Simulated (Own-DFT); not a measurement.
# Response to strain: 2H SiC, 32 atoms (C16Si16)

All numbers below are calculated, not measured. The program, named Own-DFT, is a retired in-house plane-wave density functional code that no person has reviewed. Each row is one single-point run on a periodic cell that was not relaxed, without spin or spin-orbit coupling.

Settings of every run: PBE; PseudoDojo norm-conserving scalar-relativistic files; cutoff 42 hartree; 5 x 5 x 3 k mesh centred on Gamma; Fermi-Dirac smearing of 0.1 eV.

Known limits: forces on such cells passed a denser k mesh, each cell not checked; stress not checked against mesh or cutoff.

Unstrained cell vectors in Å: (6.165, 0.000, 0.000); (-3.083, 5.339, 0.000); (0.000, 0.000, 10.068). The unstrained cell has measured lattice constants (interpolated for alloys), not those of this functional. That, the random moves and any unrelaxed bonds set the pressure at no strain. Each run strains this cell uniformly, with the atoms carried along. Every atom was also moved at random, by a Gaussian of width 0.05 Å on each axis. Strain is the symmetric tensor, in per cent. Stress is positive in tension, and the pressure is minus a third of its trace.

```
run,e_xx (%),e_yy (%),e_zz (%),e_yz (%),e_xz (%),e_xy (%),s_xx (GPa),s_yy (GPa),s_zz (GPa),s_yz (GPa),s_xz (GPa),s_xy (GPa),P (GPa),E (meV/atom)
1,0.36,-0.33,-0.74,1.19,0.44,1.04,-5.51,-6.66,-8.60,4.94,1.98,6.25,6.92,22.6
2,1.85,0.71,0.75,0.72,1.27,0.68,6.69,1.81,-4.37,2.97,3.82,3.20,-1.38,31.3
3,-0.13,-0.72,-1.36,-0.30,0.97,-0.19,-2.13,-12.16,-19.39,-0.57,3.51,0.87,11.23,49.5
4,-0.43,-0.05,-1.26,-1.42,-0.99,1.78,-7.50,-5.88,-13.24,-3.79,-3.47,9.07,8.87,30.1
5,-1.15,1.04,1.81,0.85,-0.59,-0.38,-7.93,0.69,3.11,1.90,-2.06,-1.55,1.38,19.4
6,1.03,-1.11,-1.75,-0.53,1.55,-1.54,-1.60,-8.50,-22.86,-2.62,5.89,-7.79,10.99,86.9
7,0.85,-1.22,1.77,-0.82,-1.21,0.06,3.46,-10.18,1.22,-2.92,-4.59,0.69,1.83,5.4
8,-1.25,1.58,-1.23,-1.73,1.49,1.27,-11.25,2.63,-14.97,-5.92,4.99,3.13,7.87,61.3
9,-1.52,0.97,1.29,0.96,1.02,-0.84,-11.72,1.97,-1.28,3.10,5.13,-2.84,3.68,26.2
10,-0.69,-1.36,1.95,1.53,0.65,-1.14,-9.55,-11.04,3.04,4.94,2.30,-4.97,5.85,35.4
11,1.43,-0.69,-0.96,-0.12,1.03,-0.86,3.53,-10.98,-10.95,0.42,2.27,-5.60,6.13,42.0
12,0.36,-0.86,-1.11,0.36,-1.29,0.38,-2.34,-9.97,-12.35,1.42,-4.08,1.71,8.22,0.0
13,0.64,1.66,-0.25,-1.28,0.61,1.73,0.57,2.89,-7.44,-3.41,0.86,8.86,1.32,49.2
14,0.13,0.52,-1.36,1.55,-0.22,0.75,-2.61,-4.30,-13.24,4.40,-0.49,1.32,6.72,41.1
15,0.87,1.74,-1.46,0.66,-0.62,-1.41,2.58,5.15,-16.53,3.09,-1.41,-4.76,2.93,33.6
16,-0.79,0.89,0.05,1.80,0.71,-1.02,-8.06,0.84,-10.51,6.22,3.16,-4.79,5.91,70.4
17,1.57,-1.74,-1.77,-0.75,-1.31,0.96,1.58,-14.53,-19.59,-0.47,-4.65,4.99,10.85,66.7
18,-0.98,0.61,-1.70,-0.72,-0.90,-0.74,?,?,?,?,?,?,?,?
```

E is the free energy for each atom above the lowest run shown.

## Worked fit

Each stress component was fitted by least squares to a constant and the strains of the runs shown, as fractions, with shears doubled. Shear strains stay in the fit of a normal stress only where such slopes are resolved. The slopes, in GPa:

| stress | at no strain | per e_xx | per e_yy | per e_zz | scatter |
|---|---|---|---|---|---|
| s_xx | -4.0 | 569 ± 50 | 78 ± 42 | 55 ± 36 | 1.81 |
| s_yy | -4.8 | 52 ± 44 | 551 ± 37 | 72 ± 32 | 1.58 |
| s_zz | -8.0 | 19 ± 69 | 46 ± 59 | 577 ± 50 | 2.52 |

Each shear stress against twice its own strain: yz 167 ± 11, xz 167 ± 8, xy 224 ± 21 GPa. These are stiffnesses along x, y and z of the frame in which the cell vectors are given, which need not be the crystal's axes. The atoms are held to the strained lattice; where symmetry lets them move under strain, relaxing them would lower some slopes. The table should be nearly symmetric about its diagonal, and what it lacks of that shows the noise. A ninth of its sum, 224 ± 10 GPa, estimates the bulk modulus near the mean pressure of these runs, 5.8 GPa, so it lies above the value at zero pressure.

## Withheld run

Question: what normal stresses and pressure should run 18 give?

The fit gives s_xx = -10.0, s_yy = -3.2, s_zz = -17.7 and P = 10.3 GPa. The calculation gave -11.00, -5.34, -14.61 and P = 10.31 GPa.
